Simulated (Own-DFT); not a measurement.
# Computed records: HfO2 (monoclinic hafnia, atoms displaced)

A calculation, not a measurement: plane-wave density functional theory by an unreviewed code, no spin, of a simulated periodic cell, stress positive in tension, run twice, with PBE and with PBEsol, both on files made for PBE, so the change isn't that of files made for PBEsol, hafnium file: forces about 75 meV/angstrom off all-electron values; oxygen file: force components 24 meV/angstrom off all-electron in one glass; forces on such cells passed a denser k mesh, this cell's mesh not checked; the far tail of each file's local potential was reset to the Coulomb form; each entry is a single point on an unrelaxed cell, so the pressure reflects the starting lattice, mostly measured values (interpolated for alloys), from which strain is counted, and rises with the displacements; printed positions are rounded, which can move forces by about a meV/angstrom; the program, named Own-DFT, is a retired in-house code; no spin-orbit coupling; stress was not checked against mesh or cutoff. Program: Own-DFT development build.

HfO2 (monoclinic hafnia, atoms displaced)

```
cell vectors (Å)
  10.2340     0.0000     0.0000
   0.0000    10.3500     0.0000
  -1.6955     0.0000    10.4453
atoms (fractions of the cell vectors)
Hf  0.14093  0.01727  0.10620
Hf  0.36595  0.26944  0.15006
Hf  0.36087  0.48008  0.39770
Hf  0.13728  0.23128  0.35601
O   0.03738  0.16508  0.16876
O   0.46101  0.41376  0.07602
O   0.46207  0.33445  0.32855
O   0.03928  0.08600  0.42724
O   0.22680  0.38121  0.24200
O   0.27565  0.12735  0.00975
O   0.27271  0.12005  0.25681
O   0.22745  0.37151  0.48835
Hf  0.14229  0.01981  0.60669
Hf  0.36174  0.27023  0.64674
Hf  0.36207  0.48203  0.89677
Hf  0.14060  0.23018  0.85209
O   0.03624  0.16226  0.67232
O   0.46373  0.41882  0.57941
O   0.46325  0.33367  0.82809
O   0.03670  0.08493  0.92529
O   0.22378  0.37495  0.74010
O   0.27448  0.12941  0.50925
O   0.27489  0.12207  0.76177
O   0.22495  0.37100  0.99158
Hf  0.13845  0.52402  0.10740
Hf  0.36153  0.76818  0.14691
Hf  0.36036  0.98258  0.39539
Hf  0.13525  0.73136  0.35201
O   0.03350  0.66686  0.17198
O   0.46467  0.91590  0.07747
O   0.46362  0.83106  0.32509
O   0.03578  0.58529  0.42448
O   0.22601  0.87787  0.23826
O   0.27566  0.62922  0.01383
O   0.27536  0.61962  0.26110
O   0.22822  0.87285  0.49061
Hf  0.13585  0.52099  0.60520
Hf  0.36341  0.77593  0.64889
Hf  0.35936  0.98051  0.89573
Hf  0.13824  0.72807  0.85447
O   0.03578  0.66450  0.67435
O   0.46360  0.91642  0.57705
O   0.46524  0.83398  0.82735
O   0.03828  0.58203  0.92298
O   0.22304  0.87988  0.73822
O   0.27622  0.63150  0.50885
O   0.27740  0.62191  0.75902
O   0.22460  0.86871  0.98921
Hf  0.63631  0.01956  0.10595
Hf  0.86270  0.27019  0.14608
Hf  0.86243  0.48079  0.39726
Hf  0.63933  0.23101  0.35386
O   0.53639  0.16932  0.17402
O   0.96366  0.41854  0.07599
O   0.96331  0.33257  0.33072
O   0.53653  0.08103  0.42373
O   0.72325  0.38175  0.23984
O   0.77628  0.13050  0.00889
O   0.77449  0.12688  0.25818
O   0.72626  0.36839  0.48962
Hf  0.63512  0.01678  0.60233
Hf  0.86347  0.27072  0.64536
Hf  0.86264  0.48043  0.89745
Hf  0.63509  0.22984  0.85420
O   0.53582  0.16519  0.67253
O   0.96304  0.41839  0.57626
O   0.95989  0.33603  0.82592
O   0.53346  0.08314  0.92287
O   0.72257  0.38142  0.74350
O   0.77560  0.12529  0.50792
O   0.77364  0.11868  0.76057
O   0.72623  0.36789  0.98956
Hf  0.64030  0.52204  0.10345
Hf  0.85825  0.76988  0.14725
Hf  0.86477  0.98049  0.39517
Hf  0.63778  0.73133  0.35142
O   0.53648  0.66773  0.17532
O   0.96136  0.91318  0.07724
O   0.96417  0.83337  0.32668
O   0.53714  0.58169  0.42284
O   0.72537  0.87812  0.23874
O   0.77355  0.62679  0.00663
O   0.77785  0.62095  0.25818
O   0.72150  0.87092  0.48814
Hf  0.63496  0.51807  0.59920
Hf  0.85734  0.77152  0.64485
Hf  0.86278  0.97961  0.89266
Hf  0.63658  0.72786  0.85524
O   0.54013  0.66593  0.67322
O   0.96247  0.91657  0.57677
O   0.95982  0.83325  0.82367
O   0.53943  0.58447  0.92602
O   0.72501  0.88009  0.73836
O   0.77433  0.63153  0.50955
O   0.77517  0.61867  0.75862
O   0.72293  0.87262  0.99023
```

- functional: PBE, then PBEsol
- potential files: PseudoDojo norm-conserving, scalar-relativistic, standard set
- wave cutoff: 72 hartree
- occupations: Fermi-Dirac
- smearing width: 0.1 eV
- k mesh: 2 x 2 x 2 centred on Gamma
- PBE pressure: 3.96 GPa
- PBE stress xx: -3.95 GPa
- PBE stress yy: -3.85 GPa
- PBE stress zz: -4.07 GPa
- PBE stress yz: 0.08 GPa
- PBE stress xz: -0.14 GPa
- PBE stress xy: 0.17 GPa
- PBEsol pressure: -2.5 GPa
- PBEsol stress xx: 2.52 GPa
- PBEsol stress yy: 2.55 GPa
- PBEsol stress zz: 2.41 GPa
- PBEsol stress yz: 0.08 GPa
- PBEsol stress xz: 0.21 GPa
- PBEsol stress xy: 0.16 GPa
- rms change of force components from PBE to PBEsol: 0.038 eV/Å

Force:
```
force element  PBE force x (eV/Å)  PBE force y (eV/Å)  PBE force z (eV/Å)  PBEsol force x (eV/Å)  PBEsol force y (eV/Å)  PBEsol force z (eV/Å)
           Hf              -0.866               0.583               -0.91                 -0.833                  0.628                  -0.91
           Hf              -1.047               0.428              -0.876                 -1.015                  0.473                 -0.828
           Hf              -0.022               0.414              -0.247                 -0.035                  0.354                 -0.222
           Hf               0.125               0.004              -0.739                  0.127                 -0.041                 -0.736
            O              -0.544               0.466               0.652                 -0.523                  0.463                  0.681
            O               1.091               0.849               0.106                  1.049                   0.84                  0.054
            O               0.761              -0.473                0.31                  0.733                 -0.476                  0.243
            O              -0.655              -0.415               -0.56                 -0.629                 -0.417                 -0.499
            O              -0.442              -0.187              -0.114                 -0.364                  -0.18                 -0.102
            O               0.269              -0.035               0.108                    0.2                 -0.051                  0.099
            O               0.318              -0.078               0.769                  0.249                  -0.08                  0.751
            O              -0.558              -0.152               0.414                 -0.478                 -0.151                  0.397
           Hf              -0.898              -0.015              -0.562                  -0.87                  0.038                 -0.572
           Hf               0.507               0.199              -0.136                  0.489                  0.242                 -0.104
           Hf              -0.076              -0.757               0.294                 -0.081                 -0.797                  0.322
           Hf              -1.023               0.122                1.14                 -0.977                  0.069                  1.088
            O              -0.465               0.636               0.126                 -0.438                  0.635                  0.166
            O               -0.25              -0.448               0.073                 -0.246                 -0.423                  0.015
            O              -0.124               0.174              -0.044                 -0.129                  0.153                 -0.095
            O               -0.11              -0.195              -0.445                 -0.098                  -0.21                 -0.391
            O              -0.131               0.631              -0.306                 -0.065                  0.599                 -0.295
            O               0.466               0.059                0.28                   0.39                  0.046                  0.274
            O               0.433              -0.208              -0.314                  0.355                 -0.197                 -0.305
            O              -0.148               0.019              -0.413                 -0.076                  0.025                 -0.412
           Hf               0.038              -1.109              -0.405                  0.047                 -1.032                 -0.421
           Hf               0.319               0.359              -0.065                  0.307                  0.397                 -0.034
           Hf               0.409              -0.548              -0.256                   0.39                 -0.578                 -0.219
           Hf               0.654               -0.36                0.61                  0.639                 -0.403                  0.566
            O              -0.047               0.154               0.214                 -0.031                  0.162                  0.265
            O              -0.127              -0.037               0.106                 -0.127                 -0.018                  0.056
            O               -0.12               0.546               0.581                 -0.117                   0.51                   0.51
            O              -0.172              -0.106              -0.209                 -0.162                  -0.12                 -0.153
            O               -0.28              -0.113               0.341                 -0.211                 -0.112                  0.327
            O               0.267              -0.146               -0.45                  0.195                 -0.146                 -0.432
            O              -0.073               0.462              -0.069                 -0.136                  0.455                 -0.075
            O              -0.503               0.001              -0.302                 -0.423                  0.015                 -0.287
           Hf               0.572                0.39              -0.174                  0.548                  0.439                 -0.199
           Hf               0.225              -1.456              -0.737                  0.214                 -1.369                 -0.697
           Hf               0.443              -0.004               0.566                  0.428                 -0.038                  0.581
           Hf              -0.676               0.005              -0.192                 -0.657                 -0.051                 -0.212
            O              -0.257                0.25              -0.088                  -0.23                  0.247                 -0.037
            O               0.115               0.193               -0.02                  0.106                  0.204                 -0.063
            O              -0.218               0.151               0.115                 -0.223                  0.129                  0.055
            O               0.039                0.32              -0.068                   0.05                  0.307                 -0.014
            O               0.076              -0.146               0.402                  0.145                 -0.139                  0.385
            O              -0.172               -0.01               0.372                 -0.231                 -0.021                  0.358
            O              -0.107              -0.119               0.466                 -0.175                  -0.11                  0.464
            O              -0.084               0.103              -0.102                 -0.017                  0.107                 -0.098
           Hf               0.451               0.378              -0.876                  0.444                  0.406                  -0.89
           Hf               0.195              -0.057              -0.617                  0.177                  -0.02                 -0.586
           Hf              -0.154               0.088              -0.298                 -0.152                  0.035                 -0.262
           Hf              -0.155              -0.242               0.266                 -0.135                 -0.283                   0.23
            O               0.093              -0.421              -0.068                  0.093                 -0.391                 -0.012
            O                0.24              -0.085               0.678                  0.221                 -0.065                  0.606
            O               0.249              -0.061              -0.146                  0.239                 -0.072                 -0.189
            O              -0.322               0.301              -0.607                 -0.312                  0.272                 -0.535
            O              -0.002              -0.138               0.095                  0.059                 -0.143                  0.094
            O              -0.275              -0.311               0.321                 -0.331                 -0.299                  0.317
            O               0.241              -0.793                 0.4                  0.168                 -0.758                  0.389
            O              -0.136               0.179               0.062                 -0.068                   0.18                  0.055
           Hf               0.821                0.71               0.432                  0.807                  0.735                  0.394
           Hf              -0.577              -0.335               0.579                 -0.563                 -0.274                  0.594
           Hf              -0.339              -0.175              -0.629                 -0.341                 -0.225                 -0.593
           Hf               0.844              -0.185               0.062                  0.833                 -0.223                  0.037
            O              -0.575               0.262              -0.173                 -0.558                  0.271                 -0.116
            O               0.247               -0.21               0.278                  0.233                 -0.188                  0.218
            O               1.165              -0.815              -0.265                  1.121                 -0.804                 -0.313
            O              -0.177              -0.097               0.111                 -0.169                 -0.111                  0.156
            O              -0.033              -0.507               -0.76                  0.032                 -0.501                 -0.738
            O               0.114               0.395               0.201                  0.053                   0.38                  0.188
            O               0.183               0.433              -0.316                  0.119                  0.418                   -0.3
            O               -0.39               0.479               0.357                 -0.315                  0.473                  0.346
           Hf              -0.442              -0.655               0.205                 -0.415                 -0.585                  0.174
           Hf               0.476               0.205              -1.014                   0.46                  0.252                 -0.963
           Hf              -0.257               0.362               0.564                 -0.256                  0.309                  0.596
           Hf              -0.204              -0.409               0.713                 -0.201                 -0.441                  0.668
            O               0.093              -0.442              -0.631                  0.101                 -0.409                 -0.563
            O                0.69               0.335               0.106                   0.66                  0.336                  0.061
            O               0.078               0.147               0.158                  0.069                  0.124                  0.103
            O              -0.168               0.133              -0.501                 -0.157                  0.111                  -0.43
            O              -0.265                0.39               0.263                 -0.199                  0.366                  0.251
            O               0.303               0.512               0.701                  0.222                  0.488                  0.686
            O              -0.087               0.074               0.168                 -0.147                  0.085                  0.156
            O               0.178               0.156              -0.174                  0.233                  0.157                 -0.164
           Hf               0.631               0.496               1.249                  0.608                   0.54                    1.2
           Hf               0.301               -0.33               0.109                  0.278                 -0.269                  0.135
           Hf              -0.173                0.33               0.778                 -0.177                  0.276                  0.779
           Hf               0.885               0.251              -0.567                  0.865                  0.189                 -0.579
            O              -0.916               0.498              -0.077                 -0.881                  0.498                  -0.02
            O               0.469               0.095              -0.144                  0.441                  0.109                 -0.193
            O               1.018              -0.378               0.409                  0.977                 -0.377                  0.346
            O              -1.138              -0.426              -0.238                 -1.095                 -0.427                 -0.182
            O               -0.42              -0.313              -0.035                 -0.336                 -0.309                 -0.046
            O               0.272              -0.391               -0.36                  0.206                 -0.385                 -0.351
            O               0.209               0.439               0.165                   0.14                  0.437                  0.166
            O              -0.171              -0.275              -0.173                 -0.108                 -0.267                 -0.165
```
